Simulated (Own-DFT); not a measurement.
# Computed records: SiC (4H silicon carbide, atoms displaced)

All values are calculated (Own-DFT development build). A calculation, not a measurement: plane-wave PBE density functional theory by an unreviewed code, no spin, of a simulated periodic cell, stress positive in tension, free energy of the whole cell less one offset for each atom, forces on such cells passed a denser k mesh, this cell's mesh not checked; offsets are fitted by least squares, one for each functional and potential file, so energies compare only between cells with the same atoms and settings and are not formation energies; the far tail of each file's local potential was reset to the Coulomb form; each entry is a single point on an unrelaxed cell, so the pressure reflects the starting lattice, mostly measured values (interpolated for alloys), from which strain is counted, and rises with the displacements; printed positions are rounded, which can move forces by about a meV/angstrom; the program, named Own-DFT, is a retired in-house code; no spin-orbit coupling.

Common to all runs: functional PBE; potential files PseudoDojo norm-conserving, scalar-relativistic, standard set; wave cutoff 42 hartree; occupations Fermi-Dirac; smearing width 0.1 eV; hardware one NVIDIA H100; k mesh 4 x 4 x 3 centred on Gamma.

(1) 
```xyz
72
Lattice="9.2481 0.0000 0.0000 -4.6241 8.0091 0.0000 0.0000 0.0000 10.0681" Properties=species:S:1:pos:R:3:force_x:R:1:force_y:R:1:force_z:R:1 formula=SiC free_energy_of_cell_above_offsets=11.010 pressure=11.33 stress_xx=-10.46 stress_yy=-11.57 stress_zz=-11.95 stress_yz=0.37 stress_xz=1.18 stress_xy=-0.59 wall_time=338.5
Si    -4.4612     7.9583     4.0914     -7.567      2.911      4.162
Si     0.0725     1.8056     1.5532     -0.481     -1.139      2.346
C      4.7141     7.8097     1.0466      -4.38      7.022     -4.838
C     -0.0212     1.6692     3.4997      0.562      2.133     -0.231
Si     7.5336     2.6878     4.0982      6.302      1.425      1.725
Si    -1.5331     4.3600     1.4927     -1.272      1.381      1.474
C      7.6999     2.5394     1.0508      5.505      3.803     -4.113
C     -1.6330     4.4978     3.4385      2.287     -1.415     -0.614
Si     6.1076     5.2093     4.0169      2.882      4.047      3.424
Si    -3.2252     7.2394     1.7388      9.412     -5.495      0.198
C     -3.0174     5.3622     0.9711     -1.514     -0.103     -1.022
C     -3.2452     7.0331     3.5144      5.678     -1.418      0.019
Si     3.0228     0.1500     4.1490        0.9     -5.392     -1.008
Si     3.1467     1.7863     1.5083     -0.565      0.433     -0.167
C     -1.5654     7.9823     1.0549      0.219      0.789     -2.037
C      3.0497     1.7066     3.4071      1.455      3.463     -0.066
Si     1.6170     2.6413     4.1628     -2.659      0.913     -3.074
Si     1.6273     4.4879     1.6950     -0.393     -0.054     -9.235
C      1.4947     2.7191     1.0399      2.521     -0.197     -3.094
C      1.4369     4.3707     3.2489       0.63      0.767      11.43
Si    -0.0506     5.5881     3.8643       0.39     -12.27       5.98
Si     0.0841     7.0679     1.4594     -3.704      -0.03      2.334
C     -0.0426     5.2640     0.9122      2.588      0.764      2.302
C     -0.0697     7.0420     3.3267      0.616      11.03     -1.355
Si     6.1980     0.0553     4.1526     -1.154     -1.225      -0.13
Si     6.4086     1.7207     1.5402     -8.407     -0.915       3.46
C      6.0705     0.0584     1.0023      3.838     -0.893     -2.476
C      6.1952     1.8070     3.5800     -2.574     -2.348      -3.52
Si     4.6500     2.6317     3.9925     -1.028      0.895      0.538
Si     4.6320     4.4277     1.5555      1.433      3.756     -0.072
C      4.6851     2.8914     0.8106      -0.06     -5.776       1.64
C      4.7384     4.4923     3.3993     -5.835     -3.469      -0.03
Si     3.1015     5.3123     4.1229     -0.916      0.721     -2.097
Si     3.2121     7.2563     1.6098     -5.335     -3.437      2.547
C      3.1164     5.4049     1.0092     -0.454      0.367     -0.643
C      3.0435     7.1951     3.5980      2.016     -1.462     -2.087
Si     4.5731     7.9669     9.2967      1.307      0.138     -3.812
Si     4.7220     6.2493     6.6691      -3.25      0.264     -2.823
C      4.4980     7.9881     6.1314      5.821     -0.496     -3.139
C      4.4823     6.2616     8.3694      1.285     -0.467      5.729
Si     6.1106     5.3025     9.0514      0.481      2.996      1.939
Si     6.2229     3.4877     6.6748     -0.357      1.724     -2.336
C     -3.0663     5.4122     6.1966      0.765     -3.103     -3.657
C      6.1467     3.6253     8.4383     -1.095     -3.275      1.937
Si     7.5915     2.6570     9.0993      1.528      1.386       1.13
Si     7.8237     0.9045     6.7091      -3.28      0.372     -0.639
C     -1.4699     2.6421     6.0662     -3.154     -1.156     -2.526
C      7.7381     0.9532     8.5465     -1.019     -1.623      1.218
Si     6.0893     0.0315     9.0379      5.621     -1.695      2.422
Si     1.6258     6.2104     6.5935     -1.904     -0.817      -1.71
C      1.5983     7.9594     6.0150     -0.434      1.604      0.935
C      1.5914     6.3203     8.3922      0.176     -0.874      3.083
Si     3.0628     5.3141     9.1761      0.724      0.935     -0.652
Si     3.1275     3.4752     6.5803      1.575      2.809      0.739
C      3.0347     5.3069     5.9086      2.547     -0.931      1.843
C      3.0450     3.5618     8.5394      2.776      0.213     -1.679
Si     4.7153     2.4974     9.1187     -1.427      8.923      0.971
Si     4.6392     0.8212     6.6507      1.265      0.739     -1.113
C      4.7210     2.6652     5.8632      -0.98     -0.857      2.256
C      4.7056     0.9143     8.7385     -3.468     -3.322     -5.378
Si     3.1471     0.0185     9.1001     -2.985     -0.483      1.911
Si    -1.5167     6.2377     6.5970      1.777     -2.436      1.664
C     -1.4270     7.8686     5.9593     -1.544      4.116      0.212
C     -1.5487     6.2749     8.5546      1.017        0.1     -0.781
Si     0.1972     5.5217     9.2863     -4.175      -2.75     -5.148
Si    -0.1252     3.5390     6.6195      4.215      2.973     -0.078
C      0.0483     5.3170     5.9544     -0.684      0.612     -0.908
C     -0.2535     3.6433     8.4463      4.041      0.342      1.732
Si     1.5828     2.7620     9.0200     -3.918     -1.575      1.914
Si     1.6031     0.9376     6.6886     -1.076     -1.107     -5.804
C      1.6850     2.7299     5.9361     -3.085     -2.286      1.365
C      1.6032     0.9786     8.3434     -0.019     -0.578      7.517
```

Units: free_energy_of_cell_above_offsets in eV; pressure, stress_xx, stress_yy, stress_zz, stress_yz, stress_xz, stress_xy in GPa; wall_time in s; force_x, force_y, force_z in eV/Å.

(2) 
```xyz
72
Lattice="9.2481 0.0000 0.0000 -4.6241 8.0091 0.0000 0.0000 0.0000 10.0681" Properties=species:S:1:pos:R:3:force_x:R:1:force_y:R:1:force_z:R:1 formula=SiC free_energy_of_cell_above_offsets=13.097 pressure=11.29 stress_xx=-8.46 stress_yy=-8.36 stress_zz=-17.06 stress_yz=-1.28 stress_xz=-0.6 stress_xy=-1.23 wall_time=361.8
Si     4.6082     7.9166     4.0346      3.528      3.137      1.261
Si    -0.0504     1.9594     1.5668      3.076     -4.778      1.184
C      9.1491     0.1303     0.9227      0.822     -1.346      0.686
C      0.1453     1.7872     3.5717     -2.988     -0.841     -2.667
Si    -1.4241     2.6727     4.0964     -0.533      0.588      0.562
Si    -1.3353     4.4356     1.5969     -4.827      0.358      0.288
C     -1.5223     2.6434     0.9711     -3.622      1.923     -1.793
C     -1.6033     4.5359     3.5111     -1.074     -3.617     -2.292
Si    -3.0683     5.3370     4.1436     -2.279      0.469     -1.041
Si    -2.9827     7.0835     1.4757     -1.712      3.296      0.358
C     -3.0423     5.3990     0.9632      0.813     -3.155     -2.277
C     -3.0899     7.1174     3.3212      1.266     -0.262      2.548
Si     3.1626     0.0374     4.0161     -1.968     -0.105      1.858
Si     3.2721     1.7834     1.6605     -6.359     -1.909     -0.002
C      3.1541     0.0365     0.8449      1.013     -0.043       5.17
C      3.0787     1.8564     3.5726      2.264     -1.317      -2.75
Si     1.5718     2.6154     4.2197       0.83      1.711      -9.86
Si     1.5307     4.3452     1.6276      0.709      1.191     -2.871
C      1.5149     2.6333     0.8069       1.16      1.305      4.968
C      1.4600     4.3895     3.3782      0.732      0.625      3.548
Si    -0.1867     5.2702     4.0137      5.942      2.182      1.472
Si     0.2015     7.1212     1.6616     -5.727       -1.7     -3.025
C      0.0072     5.4010     1.0785      2.635     -1.488     -2.759
C     -0.0031     7.1347     3.3705      0.786      -0.45      3.892
Si     6.1510     0.0012     4.0776      0.904     -0.538      0.054
Si     6.0128     1.6946     1.6103       3.69      0.475     -0.764
C      1.5371     7.8671     0.9707      2.388      3.944     -2.177
C      6.2583     1.7563     3.4452     -0.095     -0.108     -0.366
Si     4.7592     2.7102     3.9366     -1.724     -5.437      5.366
Si     4.6407     4.5133     1.3846      2.053       -0.6      3.847
C      4.5142     2.7000     0.8982      3.458      1.123      2.692
C      4.7018     4.2650     3.4390     -0.791      7.671     -2.264
Si     3.1013     5.3140     4.0506     -0.006     -1.285     -2.059
Si     3.0169     7.0087     1.6066      2.928      3.104     -3.334
C      3.2018     5.3827     0.9699     -3.088     -2.087     -2.285
C      3.2954     7.0882     3.2927     -4.579     -1.656      4.632
Si    -0.0243     0.1123     9.1602      1.992      1.545      0.476
Si     4.4790     6.3398     6.6344      2.451     -0.368     -2.147
C      0.0761     0.1406     6.0832      -2.22     -3.352     -4.279
C      4.6446     6.5807     8.3534     -0.427     -6.625      3.003
Si    -3.0026     5.3652     9.0758     -0.871      2.226     -0.072
Si     6.1567     3.5538     6.7286     -0.904     -1.045     -12.72
C      6.0743     5.3607     6.0229     -0.899     -0.612     -0.542
C      6.1418     3.6003     8.2877      0.487      0.101      13.31
Si     7.6718     2.7211     9.0623      -0.99     -2.261      0.526
Si     7.7213     0.7570     6.5562      -0.26      3.504     -1.828
C     -1.4232     2.9317     5.9204     -3.751     -3.598       0.51
C      7.8474     0.8995     8.2856     -3.568      1.281       4.74
Si     6.2092     0.0105     9.0583      2.038     -1.119       1.21
Si     1.4172     5.9731     6.6467      3.492      4.638     -0.151
C      6.1877     0.1114     5.9061     -1.561     -2.717      1.575
C      1.6311     6.1472     8.7245     -3.179      1.064      -4.15
Si     3.1014     5.3163     9.0328      3.832      0.862      2.276
Si     2.9593     3.7119     6.6256      2.536     -5.775     -2.508
C      3.0689     5.2535     5.8671     -0.648      3.941      1.122
C      3.1621     3.6049     8.3906     -0.577     -0.891      2.985
Si     4.7260     2.5933     9.3042     -0.908      1.267     -7.201
Si     4.5078     0.8488     6.8125      1.633      0.906     -4.493
C      4.5216     2.4945     5.8793       0.97      2.771       1.93
C      4.7257     0.8855     8.6029     -0.869      0.235       0.29
Si    -1.4559     7.9742     9.2034     -0.357      5.959     -0.934
Si    -1.5783     6.0917     6.4531     -1.091      3.944      3.277
C     -1.5567     7.9664     6.0557     -0.473     -0.231     -1.955
C     -1.5531     6.4836     8.5736      1.192     -10.37     -4.098
Si     0.0791     5.1808     8.9498     -2.255      2.845       3.62
Si     0.0341     3.5058     6.6731     -0.353      0.416     -2.339
C     -0.0381     5.2858     6.0194     -0.739     -0.849     -1.524
C     -0.0525     3.3826     8.4614      2.714      2.514      0.585
Si     1.5959     2.7003     9.1762      0.543     -1.582     -3.614
Si     1.4890     1.0439     6.5853      3.148     -1.662       1.56
C      1.4279     2.7425     5.7666      1.224      0.777      12.36
C      1.6674     0.8979     8.5332     -0.976      1.875     -0.599
```

Units: free_energy_of_cell_above_offsets in eV; pressure, stress_xx, stress_yy, stress_zz, stress_yz, stress_xz, stress_xy in GPa; wall_time in s; force_x, force_y, force_z in eV/Å.
